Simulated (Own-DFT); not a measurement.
Simulation results for GaP (zincblende, atoms displaced)

A calculation, not a measurement: plane-wave PBE density functional theory by an unreviewed code, no spin, of a simulated periodic cell, stress positive in tension, free energy of the whole cell less one offset for each atom, forces on such cells passed a denser k mesh, this cell's mesh not checked; offsets are fitted by least squares, one for each functional and potential file, so energies compare only between cells with the same atoms and settings and are not formation energies; the far tail of each file's local potential was reset to the Coulomb form; each entry is a single point on an unrelaxed cell, so the pressure reflects the starting lattice, mostly measured values (interpolated for alloys), from which strain is counted, and rises with the displacements; printed positions are rounded, which can move forces by about a meV/angstrom; the program, named Own-DFT, is a retired in-house code; no spin-orbit coupling. Program: Own-DFT development build.

Common to all runs: functional PBE; potential files PseudoDojo norm-conserving, scalar-relativistic, standard set; wave cutoff 42 hartree; occupations Fermi-Dirac; smearing width 0.1 eV; k mesh 2 x 3 x 3 centred on Gamma.

(1) GaP (zincblende, atoms displaced)

```cif
# cell vector a (Å): 16.3515 0.0000 0.0000
# cell vector b (Å): 0.0000 10.9010 0.0000
# cell vector c (Å): 0.0000 0.0000 10.9010
data_GaP
_symmetry_space_group_name_H-M 'P 1'
_symmetry_Int_Tables_number 1
_cell_length_a 16.3515
_cell_length_b 10.9010
_cell_length_c 10.9010
_cell_angle_alpha 90.000
_cell_angle_beta 90.000
_cell_angle_gamma 90.000
_cell_volume 1943.08
loop_
_atom_site_label
_atom_site_type_symbol
_atom_site_fract_x
_atom_site_fract_y
_atom_site_fract_z
_atom_site_occupancy
Ga1 Ga 0.99983 0.99795 0.99896 1
Ga2 Ga 0.99987 0.24890 0.25176 1
Ga3 Ga 0.16575 0.99631 0.25108 1
Ga4 Ga 0.16564 0.24957 0.99806 1
P1 P 0.08267 0.12424 0.12774 1
P2 P 0.08352 0.37527 0.37676 1
P3 P 0.24712 0.12574 0.37458 1
P4 P 0.25031 0.37494 0.12703 1
Ga5 Ga 0.99911 0.00056 0.49873 1
Ga6 Ga 0.99954 0.25431 0.74915 1
Ga7 Ga 0.16553 0.00285 0.74989 1
Ga8 Ga 0.16685 0.24698 0.49706 1
P5 P 0.08382 0.12134 0.62406 1
P6 P 0.08537 0.37594 0.87243 1
P7 P 0.24905 0.12455 0.87332 1
P8 P 0.24759 0.37337 0.62542 1
Ga9 Ga 0.00046 0.49761 0.00007 1
Ga10 Ga 0.00152 0.74922 0.24908 1
Ga11 Ga 0.16484 0.49851 0.24961 1
Ga12 Ga 0.16666 0.75000 0.00190 1
P9 P 0.08366 0.62991 0.12616 1
P10 P 0.08258 0.87368 0.37397 1
P11 P 0.25269 0.62372 0.37697 1
P12 P 0.24608 0.87051 0.12333 1
Ga13 Ga 0.99962 0.49964 0.49992 1
Ga14 Ga 0.99850 0.75101 0.74913 1
Ga15 Ga 0.16536 0.49866 0.74958 1
Ga16 Ga 0.16784 0.75122 0.50186 1
P13 P 0.08621 0.62390 0.62541 1
P14 P 0.08382 0.87642 0.87994 1
P15 P 0.25161 0.62603 0.87630 1
P16 P 0.25223 0.87358 0.62519 1
Ga17 Ga 0.33423 0.00134 0.00190 1
Ga18 Ga 0.33421 0.24930 0.25026 1
Ga19 Ga 0.49913 0.99553 0.25384 1
Ga20 Ga 0.49928 0.25092 0.99898 1
P17 P 0.41712 0.12844 0.12366 1
P18 P 0.41678 0.37555 0.37730 1
P19 P 0.58104 0.12462 0.37401 1
P20 P 0.58362 0.37372 0.12464 1
Ga21 Ga 0.33344 0.99980 0.50077 1
Ga22 Ga 0.33286 0.24850 0.74990 1
Ga23 Ga 0.49939 0.99960 0.75036 1
Ga24 Ga 0.50077 0.25124 0.50183 1
P21 P 0.41753 0.12268 0.62429 1
P22 P 0.41506 0.37175 0.87518 1
P23 P 0.58395 0.12260 0.87396 1
P24 P 0.58441 0.37690 0.62410 1
Ga25 Ga 0.33424 0.49998 0.00007 1
Ga26 Ga 0.33306 0.75131 0.25064 1
Ga27 Ga 0.50054 0.49550 0.24978 1
Ga28 Ga 0.50030 0.74805 0.00184 1
P25 P 0.41428 0.62357 0.12622 1
P26 P 0.41678 0.87026 0.37764 1
P27 P 0.58514 0.62714 0.37507 1
P28 P 0.58211 0.87169 0.12557 1
Ga29 Ga 0.33309 0.50006 0.50058 1
Ga30 Ga 0.33439 0.74968 0.75187 1
Ga31 Ga 0.50083 0.50113 0.75101 1
Ga32 Ga 0.49884 0.75066 0.49704 1
P29 P 0.41548 0.62640 0.62092 1
P30 P 0.41788 0.87589 0.87478 1
P31 P 0.58299 0.62510 0.87628 1
P32 P 0.58327 0.87432 0.62359 1
Ga33 Ga 0.66515 0.00029 0.00017 1
Ga34 Ga 0.66644 0.25081 0.24921 1
Ga35 Ga 0.83370 0.00139 0.24962 1
Ga36 Ga 0.83189 0.24996 0.99912 1
P33 P 0.74994 0.12963 0.12703 1
P34 P 0.74798 0.37348 0.37797 1
P35 P 0.91595 0.12163 0.37678 1
P36 P 0.91550 0.37852 0.12693 1
Ga37 Ga 0.66787 0.99785 0.50217 1
Ga38 Ga 0.66772 0.25153 0.75026 1
Ga39 Ga 0.83446 0.99950 0.75282 1
Ga40 Ga 0.83202 0.24778 0.50103 1
P37 P 0.75000 0.12472 0.62295 1
P38 P 0.74920 0.37396 0.87661 1
P39 P 0.91753 0.12747 0.87310 1
P40 P 0.91464 0.37385 0.62312 1
Ga41 Ga 0.66669 0.50305 0.99888 1
Ga42 Ga 0.66816 0.75030 0.25018 1
Ga43 Ga 0.83252 0.50185 0.25054 1
Ga44 Ga 0.83329 0.74770 0.99895 1
P41 P 0.74838 0.62461 0.12482 1
P42 P 0.74847 0.87173 0.37229 1
P43 P 0.91754 0.62337 0.37504 1
P44 P 0.91758 0.87355 0.12356 1
Ga45 Ga 0.66983 0.50274 0.49646 1
Ga46 Ga 0.66693 0.75111 0.75187 1
Ga47 Ga 0.83182 0.50063 0.74822 1
Ga48 Ga 0.83526 0.75381 0.50147 1
P45 P 0.75167 0.62541 0.62509 1
P46 P 0.74960 0.87605 0.87594 1
P47 P 0.91702 0.62499 0.87733 1
P48 P 0.91411 0.87205 0.62288 1
```

* free energy of cell above offsets: -53.472 eV
* pressure: 2.73 GPa
* stress xx: -2.73 GPa
* stress yy: -2.73 GPa
* stress zz: -2.74 GPa
* stress yz: -0.11 GPa
* stress xz: -0.15 GPa
* stress xy: -0.01 GPa

Force:
```tsv
element	x (eV/Å)	y (eV/Å)	z (eV/Å)
Ga	-0.091	0.474	0.245
Ga	-0.17	0.178	-0.008
Ga	0.031	0.213	-0.155
Ga	0.218	-0.065	0.395
P	0.003	-0.007	-0.361
P	-0.184	-0.175	-0.102
P	0.771	-0.502	-0.25
P	-0.171	-0.056	-0.339
Ga	0.115	-0.408	0.222
Ga	0.204	-0.333	-0.252
Ga	0.266	-0.65	0.038
Ga	-0.277	0.284	0.444
P	-0.416	0.582	-0.035
P	-0.508	-0.12	0.392
P	0.179	-0.022	0.298
P	0.387	-0.024	-0.146
Ga	0.163	0.297	0.139
Ga	-0.439	0.098	0.192
Ga	0.357	0.349	0.135
Ga	-0.109	-0.354	-0.54
P	-0.01	-0.898	-0.27
P	0.032	-0.028	0.424
P	-0.691	0.123	-0.318
P	0.98	0.774	0.425
Ga	0.139	0.018	0.198
Ga	0.412	-0.122	0.167
Ga	0.624	0.356	0.099
Ga	0.113	-0.148	-0.291
P	-0.696	0.258	-0.034
P	-0.015	-0.245	-0.825
P	-0.397	-0.241	-0.146
P	-0.401	0.317	0.318
Ga	-0.331	-0.196	-0.103
Ga	-0.164	0.102	0.171
Ga	-0.105	0.277	-0.405
Ga	0.351	-0.138	-0.134
P	0.07	-0.62	0.427
P	-0.047	-0.211	-0.052
P	0.5	-0.087	0.212
P	0.036	0.182	-0.267
Ga	-0.127	0.056	-0.217
Ga	-0.077	-0.054	-0.255
Ga	0.255	-0.076	-0.152
Ga	-0.051	-0.084	-0.062
P	-0.119	0.339	0.083
P	0.268	0.459	-0.195
P	-0.171	0.429	-0.009
P	0.131	0.111	0.073
Ga	-0.261	-0.185	0.047
Ga	-0.216	-0.203	-0.096
Ga	-0.005	0.505	0.118
Ga	-0.357	-0.026	-0.047
P	0.554	0.062	0.069
P	-0.443	0.7	-0.413
P	-0.34	-0.311	-0.214
P	0.242	0.352	0.102
Ga	-0.116	-0.297	0.164
Ga	0.065	0.024	-0.139
Ga	-0.365	-0.128	-0.258
Ga	0.525	-0.365	0.426
P	0.349	-0.177	0.623
P	-0.122	-0.172	0.306
P	0.048	0.125	-0.16
P	-0.129	-0.091	0.219
Ga	0.164	-0.016	0.358
Ga	-0.278	-0.077	0.324
Ga	-0.147	-0.344	-0.141
Ga	0.393	0.137	0.166
P	-0.038	-0.639	-0.261
P	0.535	0.014	-0.52
P	-0.038	0.507	-0.167
P	0.135	-0.566	-0.154
Ga	-0.305	0.167	-0.479
Ga	-0.236	-0.2	-0.158
Ga	-0.193	0.125	-0.34
Ga	0.121	0.045	-0.254
P	0.036	-0.197	0.564
P	0.097	0.348	-0.203
P	0.007	-0.138	0.294
P	0.178	0.219	0.103
Ga	-0.143	-0.42	0.141
Ga	-0.428	-0.176	-0.264
Ga	-0.211	-0.163	0.202
Ga	-0.105	0.209	0.201
P	0.32	0.096	0.01
P	0.57	0.55	0.368
P	-0.128	0.393	0.007
P	-0.328	0.067	0.173
Ga	-0.463	0.048	0.495
Ga	-0.062	-0.122	-0.266
Ga	0.27	-0.14	0.391
Ga	-0.538	-0.733	-0.658
P	-0.258	0.314	-0.07
P	0.113	-0.051	0.137
P	-0.022	-0.283	-0.436
P	0.715	0.796	0.517
```

(2) GaP (zincblende, atoms displaced)

```cif
# cell vector a (Å): 16.3515 0.0000 0.0000
# cell vector b (Å): 0.0000 10.9010 0.0000
# cell vector c (Å): 0.0000 0.0000 10.9010
data_GaP
_symmetry_space_group_name_H-M 'P 1'
_symmetry_Int_Tables_number 1
_cell_length_a 16.3515
_cell_length_b 10.9010
_cell_length_c 10.9010
_cell_angle_alpha 90.000
_cell_angle_beta 90.000
_cell_angle_gamma 90.000
_cell_volume 1943.08
loop_
_atom_site_label
_atom_site_type_symbol
_atom_site_fract_x
_atom_site_fract_y
_atom_site_fract_z
_atom_site_occupancy
Ga1 Ga 0.00255 0.99906 0.99924 1
Ga2 Ga 0.99864 0.24544 0.25387 1
Ga3 Ga 0.16701 0.99959 0.24984 1
Ga4 Ga 0.16622 0.24871 0.99828 1
P1 P 0.08183 0.12884 0.12765 1
P2 P 0.08416 0.37553 0.37674 1
P3 P 0.24855 0.12443 0.37520 1
P4 P 0.24907 0.37422 0.12259 1
Ga5 Ga 0.99935 0.99801 0.50125 1
Ga6 Ga 0.99904 0.24984 0.74686 1
Ga7 Ga 0.16635 0.00423 0.74734 1
Ga8 Ga 0.16603 0.24983 0.50359 1
P5 P 0.08298 0.12812 0.62136 1
P6 P 0.08280 0.37554 0.87489 1
P7 P 0.24921 0.12531 0.87426 1
P8 P 0.25105 0.37281 0.62547 1
Ga9 Ga 0.00102 0.50017 0.00161 1
Ga10 Ga 0.99876 0.74956 0.25067 1
Ga11 Ga 0.16594 0.50415 0.25030 1
Ga12 Ga 0.16602 0.74985 0.00069 1
P9 P 0.08479 0.62457 0.12492 1
P10 P 0.08251 0.87174 0.37303 1
P11 P 0.24864 0.62447 0.37678 1
P12 P 0.24965 0.87322 0.12263 1
Ga13 Ga 0.00040 0.50094 0.50100 1
Ga14 Ga 0.99919 0.74883 0.75006 1
Ga15 Ga 0.16761 0.50034 0.75105 1
Ga16 Ga 0.16758 0.75124 0.50095 1
P13 P 0.08368 0.62335 0.62920 1
P14 P 0.08299 0.87306 0.87307 1
P15 P 0.24943 0.62614 0.87441 1
P16 P 0.24952 0.87505 0.62471 1
Ga17 Ga 0.33294 0.00180 0.00155 1
Ga18 Ga 0.33384 0.25149 0.25095 1
Ga19 Ga 0.49937 0.99750 0.24857 1
Ga20 Ga 0.49696 0.24899 0.00116 1
P17 P 0.41873 0.12482 0.12639 1
P18 P 0.41766 0.37668 0.37564 1
P19 P 0.58538 0.12590 0.37278 1
P20 P 0.58458 0.37276 0.12567 1
Ga21 Ga 0.33396 0.00072 0.49866 1
Ga22 Ga 0.33304 0.25045 0.75064 1
Ga23 Ga 0.50042 0.00157 0.75272 1
Ga24 Ga 0.50076 0.25055 0.49824 1
P21 P 0.41788 0.12515 0.62351 1
P22 P 0.41470 0.37424 0.87388 1
P23 P 0.58462 0.12398 0.87744 1
P24 P 0.58348 0.37597 0.62400 1
Ga25 Ga 0.33472 0.49973 0.00087 1
Ga26 Ga 0.33284 0.75125 0.24785 1
Ga27 Ga 0.49795 0.50142 0.24989 1
Ga28 Ga 0.49901 0.75243 0.99625 1
P25 P 0.41713 0.62528 0.12482 1
P26 P 0.41773 0.87320 0.37168 1
P27 P 0.58148 0.62306 0.37403 1
P28 P 0.58089 0.87486 0.12606 1
Ga29 Ga 0.33437 0.49906 0.50177 1
Ga30 Ga 0.33442 0.74940 0.74890 1
Ga31 Ga 0.49893 0.49829 0.74705 1
Ga32 Ga 0.50224 0.75008 0.50138 1
P29 P 0.41753 0.62537 0.62564 1
P30 P 0.41865 0.87802 0.87675 1
P31 P 0.58466 0.62548 0.87321 1
P32 P 0.58503 0.87386 0.62864 1
Ga33 Ga 0.66608 0.99917 0.00023 1
Ga34 Ga 0.66552 0.24853 0.24898 1
Ga35 Ga 0.83218 0.99817 0.25155 1
Ga36 Ga 0.83195 0.24665 0.00009 1
P33 P 0.74955 0.12629 0.12377 1
P34 P 0.74856 0.37752 0.37369 1
P35 P 0.91671 0.12494 0.37199 1
P36 P 0.91911 0.37994 0.12467 1
Ga37 Ga 0.66734 0.00202 0.50357 1
Ga38 Ga 0.66228 0.24905 0.74891 1
Ga39 Ga 0.83332 0.99786 0.75029 1
Ga40 Ga 0.83425 0.24711 0.50010 1
P37 P 0.75114 0.12148 0.62537 1
P38 P 0.75035 0.37579 0.87370 1
P39 P 0.91778 0.12555 0.87348 1
P40 P 0.91862 0.37456 0.62655 1
Ga41 Ga 0.66713 0.50168 0.99802 1
Ga42 Ga 0.66697 0.75212 0.24967 1
Ga43 Ga 0.83457 0.50172 0.25222 1
Ga44 Ga 0.83556 0.74574 0.00078 1
P41 P 0.75000 0.62473 0.12589 1
P42 P 0.74925 0.87508 0.37694 1
P43 P 0.91794 0.62460 0.37515 1
P44 P 0.91806 0.87455 0.12470 1
Ga45 Ga 0.66612 0.50118 0.49810 1
Ga46 Ga 0.66620 0.74951 0.75060 1
Ga47 Ga 0.83274 0.50253 0.75385 1
Ga48 Ga 0.83282 0.75202 0.50164 1
P45 P 0.75091 0.62591 0.62006 1
P46 P 0.75019 0.87741 0.87424 1
P47 P 0.91642 0.62582 0.87608 1
P48 P 0.91873 0.87647 0.62427 1
```

* free energy of cell above offsets: -53.564 eV
* pressure: 2.72 GPa
* stress xx: -2.71 GPa
* stress yy: -2.71 GPa
* stress zz: -2.73 GPa
* stress yz: 0.25 GPa
* stress xz: 0.05 GPa
* stress xy: -0.18 GPa

Force:
```tsv
element	x (eV/Å)	y (eV/Å)	z (eV/Å)
Ga	-0.199	0.184	0.056
Ga	0.242	1.047	-0.319
Ga	-0.222	-0.045	-0.117
Ga	-0.187	0.19	0.14
P	0.392	-0.549	-0.312
P	-0.116	-0.083	-0.165
P	0.258	0.179	0.044
P	0.123	0.172	0.327
Ga	0.322	0.276	-0.546
Ga	0.296	0.053	0.392
Ga	-0.148	-0.38	0.073
Ga	0.274	0.263	-0.556
P	-0.229	-0.485	0.376
P	0.049	-0.159	-0.146
P	0.173	-0.098	0.061
P	-0.14	0.287	0.055
Ga	0.133	0.149	-0.285
Ga	0.188	-0.16	-0.249
Ga	0.178	-0.635	0.015
Ga	0.004	-0.035	-0.286
P	-0.399	0.3	0.013
P	0.179	0.35	0.297
P	0.499	0.126	-0.075
P	-0.007	0.348	0.163
Ga	0.133	-0.125	0.049
Ga	0.064	0.012	-0.014
Ga	0.015	-0.261	0.029
Ga	-0.389	-0.207	0.06
P	0.038	0.267	-0.453
P	0.257	0.292	-0.012
P	0.352	-0.058	0.189
P	0.303	0.226	0.067
Ga	0.065	-0.038	-0.064
Ga	-0.184	-0.071	-0.066
Ga	0.232	0.342	0.326
Ga	0.565	0.266	-0.208
P	-0.622	-0.029	0.112
P	-0.216	-0.154	-0.025
P	-0.448	-0.434	0.316
P	-0.499	0.452	-0.294
Ga	-0.018	-0.195	-0.071
Ga	0.062	-0.284	-0.179
Ga	0.173	-0.001	-0.295
Ga	0.113	-0.075	-0.026
P	-0.078	0.028	0.192
P	0.41	0.094	0.099
P	-0.471	0.243	-0.033
P	-0.089	-0.038	-0.151
Ga	-0.378	0.109	-0.09
Ga	-0.093	-0.318	0.218
Ga	0.399	-0.306	-0.238
Ga	0.312	-0.42	0.31
P	-0.07	0.169	-0.231
P	-0.154	0.061	0.511
P	0.327	0.357	-0.03
P	0.482	-0.123	-0.321
Ga	-0.178	0.113	-0.116
Ga	-0.097	0.258	0.266
Ga	0.184	0.073	0.403
Ga	-0.136	0.092	-0.107
P	-0.073	0.059	-0.197
P	-0.691	-0.072	-0.331
P	-0.507	-0.177	0.089
P	-0.366	0.35	-0.311
Ga	0.117	-0.111	0.208
Ga	0.427	0.281	0.023
Ga	0.059	0.052	-0.354
Ga	0.511	0.617	-0.084
P	-0.018	-0.43	0.296
P	0.33	-0.505	0.12
P	-0.285	-0.499	0.596
P	-0.542	-0.843	0.264
Ga	-0.222	-0.232	-0.289
Ga	0.76	0.037	0.055
Ga	0.283	0.192	0.047
Ga	-0.181	0.466	-0.038
P	-0.124	0.599	0.22
P	-0.302	-0.33	0.02
P	-0.111	-0.239	0.155
P	-0.667	0.308	-0.236
Ga	-0.015	-0.27	0.244
Ga	-0.181	-0.254	0.054
Ga	-0.107	-0.159	-0.209
Ga	-0.463	0.61	0.087
P	0.018	0.09	0.009
P	-0.044	0.08	-0.03
P	-0.254	0.238	0.323
P	-0.248	0.11	-0.017
Ga	0.032	-0.024	0.015
Ga	0.562	-0.045	-0.095
Ga	0.101	-0.202	-0.581
Ga	0.42	-0.042	-0.329
P	-0.205	-0.121	0.692
P	0.074	-0.628	0.327
P	0.32	-0.21	-0.083
P	-0.441	-0.312	0.259
```
